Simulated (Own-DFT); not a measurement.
# Computed records: Hf36O71 (tetragonal hafnia with one neutral oxygen vacancy, atoms displaced)

All values are calculated (Own-DFT development build). A calculation, not a measurement: plane-wave PBE and HSE06 DFT by an unreviewed code, no spin, of a simulated cell at Gamma alone, so results move with cell size and shape, stress positive in tension, energies less offsets, not probed for a lower state with spin; hafnium file: forces about 75 meV/angstrom off all-electron values; oxygen file: force components 24 meV/angstrom off all-electron in a glass; k mesh not checked against a denser one; forces and stress are PBE's, HSE06 gives the energy alone, and its difference from PBE has offsets of its own; offsets are fitted by least squares, one for each functional and potential file, so energies compare only between cells with the same atoms and settings and are not formation energies; the far tail of each file's local potential was reset to the Coulomb form; each entry is a single point on an unrelaxed cell, so the pressure reflects the starting lattice, taken from the Materials Project, from which strain is counted, and rises with the displacements; printed positions are rounded, which can move forces by about a meV/angstrom; the program is a retired in-house code; no spin-orbit coupling.

### Hf36O71 (tetragonal hafnia with one neutral oxygen vacancy, atoms displaced)

```cif
# cell vector a (Å): 10.7800 0.0000 0.0000
# cell vector b (Å): 0.0000 10.7800 0.0000
# cell vector c (Å): 0.0000 0.0000 10.4493
data_Hf36O71
_symmetry_space_group_name_H-M 'P 1'
_symmetry_Int_Tables_number 1
_cell_length_a 10.7800
_cell_length_b 10.7800
_cell_length_c 10.4493
_cell_angle_alpha 90.000
_cell_angle_beta 90.000
_cell_angle_gamma 90.000
_cell_volume 1214.30
loop_
_atom_site_label
_atom_site_type_symbol
_atom_site_fract_x
_atom_site_fract_y
_atom_site_fract_z
_atom_site_occupancy
Hf1 Hf 0.00634 0.00463 0.00194 1
Hf2 Hf 0.16957 0.16561 0.24577 1
O1 O 0.00994 0.15644 0.16037 1
O2 O 0.17167 0.99498 0.35118 1
O3 O 0.99111 0.16812 0.40140 1
O4 O 0.16443 0.98699 0.11077 1
Hf3 Hf 0.00009 0.99404 0.49613 1
Hf4 Hf 0.17128 0.18356 0.75355 1
O5 O 0.00450 0.16666 0.64938 1
O6 O 0.16551 0.99920 0.83610 1
O7 O 0.15622 0.99693 0.60344 1
Hf5 Hf 0.00769 0.34256 0.99665 1
Hf6 Hf 0.16480 0.50142 0.25351 1
O8 O 0.00143 0.49331 0.16372 1
O9 O 0.16667 0.32277 0.35627 1
O10 O 0.00115 0.50625 0.40920 1
O11 O 0.17273 0.33713 0.09794 1
Hf7 Hf 0.98661 0.33451 0.48553 1
Hf8 Hf 0.17410 0.48866 0.76632 1
O12 O 0.01038 0.50283 0.65538 1
O13 O 0.16679 0.33231 0.85091 1
O14 O 0.00484 0.51224 0.89881 1
O15 O 0.16812 0.33983 0.59773 1
Hf9 Hf 0.00622 0.65852 0.99225 1
Hf10 Hf 0.15051 0.82907 0.24775 1
O16 O 0.01149 0.82770 0.15175 1
O17 O 0.16662 0.68762 0.36294 1
O18 O 0.00040 0.84089 0.40053 1
O19 O 0.15718 0.66145 0.10404 1
Hf11 Hf 0.99963 0.66623 0.47787 1
Hf12 Hf 0.15847 0.82798 0.75219 1
O20 O 0.00209 0.82285 0.64217 1
O21 O 0.16515 0.66686 0.86345 1
O22 O 0.99685 0.83250 0.90353 1
O23 O 0.16265 0.65892 0.60933 1
Hf13 Hf 0.33288 0.99093 0.00733 1
Hf14 Hf 0.50591 0.17354 0.26541 1
O24 O 0.32848 0.16272 0.14696 1
O25 O 0.50551 0.99378 0.35577 1
O26 O 0.32560 0.17525 0.39986 1
O27 O 0.49961 0.00891 0.09682 1
Hf15 Hf 0.31875 0.99276 0.49958 1
Hf16 Hf 0.50242 0.16465 0.74908 1
O28 O 0.34168 0.16144 0.66085 1
O29 O 0.50207 0.98945 0.85423 1
O30 O 0.32355 0.15903 0.90397 1
O31 O 0.50292 0.99969 0.59598 1
Hf17 Hf 0.33598 0.33117 0.01453 1
Hf18 Hf 0.49666 0.49467 0.25456 1
O32 O 0.34293 0.52665 0.15844 1
O33 O 0.50149 0.34558 0.34013 1
O34 O 0.32994 0.50467 0.39398 1
O35 O 0.49826 0.35268 0.10387 1
Hf19 Hf 0.32708 0.34022 0.50125 1
Hf20 Hf 0.50640 0.49845 0.74356 1
O36 O 0.32531 0.49923 0.64071 1
O37 O 0.49741 0.34894 0.85205 1
O38 O 0.32997 0.51281 0.91524 1
O39 O 0.48798 0.33965 0.59343 1
Hf21 Hf 0.33338 0.66756 0.00373 1
Hf22 Hf 0.50171 0.83177 0.23546 1
O40 O 0.33820 0.83788 0.15276 1
O41 O 0.49929 0.65823 0.35036 1
O42 O 0.33014 0.83244 0.38868 1
O43 O 0.50487 0.66880 0.09912 1
Hf23 Hf 0.32673 0.67949 0.49451 1
Hf24 Hf 0.50312 0.82780 0.75243 1
O44 O 0.34145 0.84072 0.64870 1
O45 O 0.49938 0.66527 0.85049 1
O46 O 0.33750 0.83166 0.90336 1
O47 O 0.49179 0.65901 0.60164 1
Hf25 Hf 0.65070 0.00038 0.99635 1
Hf26 Hf 0.82198 0.17114 0.25196 1
O48 O 0.67293 0.16769 0.14153 1
O49 O 0.83885 0.99543 0.33416 1
O50 O 0.66883 0.17669 0.39488 1
O51 O 0.83615 0.00578 0.08260 1
Hf27 Hf 0.66530 0.99365 0.48913 1
Hf28 Hf 0.83472 0.17642 0.74968 1
O52 O 0.65769 0.17536 0.65611 1
O53 O 0.83670 0.00808 0.84973 1
O54 O 0.66745 0.17018 0.89088 1
O55 O 0.83159 0.01036 0.59362 1
Hf29 Hf 0.66480 0.35479 0.99835 1
Hf30 Hf 0.84901 0.49907 0.24772 1
O56 O 0.66311 0.50032 0.15257 1
O57 O 0.84838 0.33760 0.34223 1
O58 O 0.66646 0.49353 0.40931 1
O59 O 0.84086 0.32703 0.10265 1
Hf31 Hf 0.66756 0.33259 0.50217 1
Hf32 Hf 0.83726 0.48891 0.75355 1
O60 O 0.67314 0.49711 0.64705 1
O61 O 0.82095 0.33778 0.85335 1
O62 O 0.66231 0.50671 0.90887 1
O63 O 0.83021 0.33904 0.58254 1
Hf33 Hf 0.67202 0.67417 0.00026 1
Hf34 Hf 0.83693 0.81982 0.27348 1
O64 O 0.67064 0.84523 0.15815 1
O65 O 0.83089 0.66276 0.34189 1
O66 O 0.67132 0.83143 0.40828 1
O67 O 0.84502 0.67493 0.10289 1
Hf35 Hf 0.67759 0.68114 0.50412 1
Hf36 Hf 0.84196 0.82874 0.73634 1
O68 O 0.65452 0.84004 0.65091 1
O69 O 0.82802 0.66583 0.85159 1
O70 O 0.66050 0.82845 0.90210 1
O71 O 0.84315 0.68577 0.59967 1
```

- first functional: PBE
- second functional: HSE06
- exact exchange share: 0.25
- screening: 0.11 1/bohr
- exchange divergence: Gygi-Baldereschi
- potential files: PseudoDojo norm-conserving, scalar-relativistic, made for PBE, standard set
- wave cutoff: 48 hartree
- occupations: fixed
- k mesh: 1 x 1 x 1 centred on Gamma
- PBE energy of cell above offsets: -86.965 eV
- HSE06 less PBE above offsets: 0.628 eV
- PBE pressure: 5.05 GPa
- PBE stress xx: -3.2 GPa
- PBE stress yy: -7.51 GPa
- PBE stress zz: -4.46 GPa
- PBE stress yz: 0.6 GPa
- PBE stress xz: -0.37 GPa
- PBE stress xy: 0.21 GPa

Force:
```csv
element,x (eV/Å),y (eV/Å),z (eV/Å)
Hf,-2.065,0.147,-0.251
Hf,0.23,-1.189,1.862
O,-1.513,0.772,-1.393
O,-0.634,1.022,0.393
O,-0.001,-1.07,0.431
O,0.974,0.78,-1.593
Hf,0.129,3.912,1.499
Hf,0.097,-4.646,-2.13
O,-0.839,1.099,1.239
O,-0.707,0.426,1.337
O,0.999,-0.403,-1.333
Hf,-1.074,-2.163,1.23
Hf,3.572,0.25,0.696
O,2,-0.089,-2.048
O,-1.045,2.577,-1.593
O,0.213,-1.691,-2.779
O,-1.32,1.013,0.853
Hf,3.392,-1.998,1.985
Hf,0.776,4.762,-4.437
O,-2.559,-1.004,0.87
O,-0.554,0.593,2.806
O,-0.678,-5.237,-0.813
O,-0.933,-1.092,1.018
Hf,-0.88,5.671,1.77
Hf,5.115,2.642,0.137
O,-5.167,0.208,-0.909
O,-1.226,-4.064,-0.182
O,-1.061,-2.346,-1.592
O,1.321,-0.683,1.046
Hf,2.472,2.087,6.064
Hf,1.262,0.2,-0.14
O,0.069,1.407,0.315
O,0.223,0.195,-0.933
O,0.246,-0.296,-0.938
O,0.384,1.532,-1.442
Hf,-0.871,0.455,-0.971
Hf,-0.853,-1.537,-1.483
O,1.676,0.962,0.405
O,0.448,1.349,-1.327
O,1.66,-1.59,0.26
O,-1.026,-0.25,1.518
Hf,1.245,0.475,0.442
Hf,-0.134,-0.708,1.466
O,-2.033,0.276,-0.948
O,-0.042,1.802,-0.374
O,0.612,1.66,0.782
O,0.098,0.804,-0.467
Hf,1.678,-0.666,-2.303
Hf,1.511,4.744,-1.022
O,-3.347,-1.24,-0.257
O,-0.127,-4.959,2.595
O,-1.291,-0.42,0.414
O,-0.359,-1.629,-0.614
Hf,-0.768,0.774,-0.22
Hf,-1.483,1.93,-1.188
O,0.876,-0.339,2.451
O,-0.232,-2.159,0.334
O,-0.811,-3.666,-1.313
O,2.455,-0.13,0.424
Hf,0.574,1.359,0.91
Hf,-0.761,-1.419,1.906
O,-1.075,-0.292,-0.887
O,0.672,2.491,-0.026
O,0.958,0.966,1.41
O,0.565,1.318,-0.477
Hf,1.003,-1.676,1.647
Hf,-1.801,-0.13,0.434
O,-1.972,-0.283,-0.402
O,0.107,-0.791,-0.31
O,-0.624,0.093,-0.017
O,1.751,0.561,-0.608
Hf,4.004,0.928,-0.969
Hf,2.518,-1.619,-2.114
O,-2.376,0.323,1.3
O,-0.975,0.774,1.349
O,0.021,-1.275,-0.411
O,0.173,0.17,0.385
Hf,-1.46,2.078,2.513
Hf,-0.468,-3.602,0.345
O,2.116,0.732,-1.686
O,0.718,0.055,-2.259
O,-0.932,0.328,1.259
O,-0.177,-0.925,-0.508
Hf,-0.156,-3.344,1.624
Hf,-5.447,-0.673,-0.521
O,2.509,-0.265,0.118
O,-0.46,0.187,0.365
O,0.942,1.273,-0.053
O,0.257,1.063,-1.189
Hf,-2.814,1.782,0.389
Hf,0.506,3.262,-1.73
O,0.48,0.18,1.569
O,1.345,0.095,0.061
O,0.609,1.104,-1.744
O,0.779,-0.303,2.497
Hf,-0.1,-0.163,1.054
Hf,-0.227,5.02,-6.959
O,0.638,-0.544,-0.105
O,0.249,-2.734,3.613
O,0.992,-0.036,-1.867
O,-0.951,-0.865,0.042
Hf,-3.579,-4.477,1.505
Hf,-0.816,1.473,2.846
O,3.417,-0.932,-1.168
O,0.276,-0.61,-1.215
O,0.375,1.11,-0.056
O,-1.493,-1.034,-1.513
```
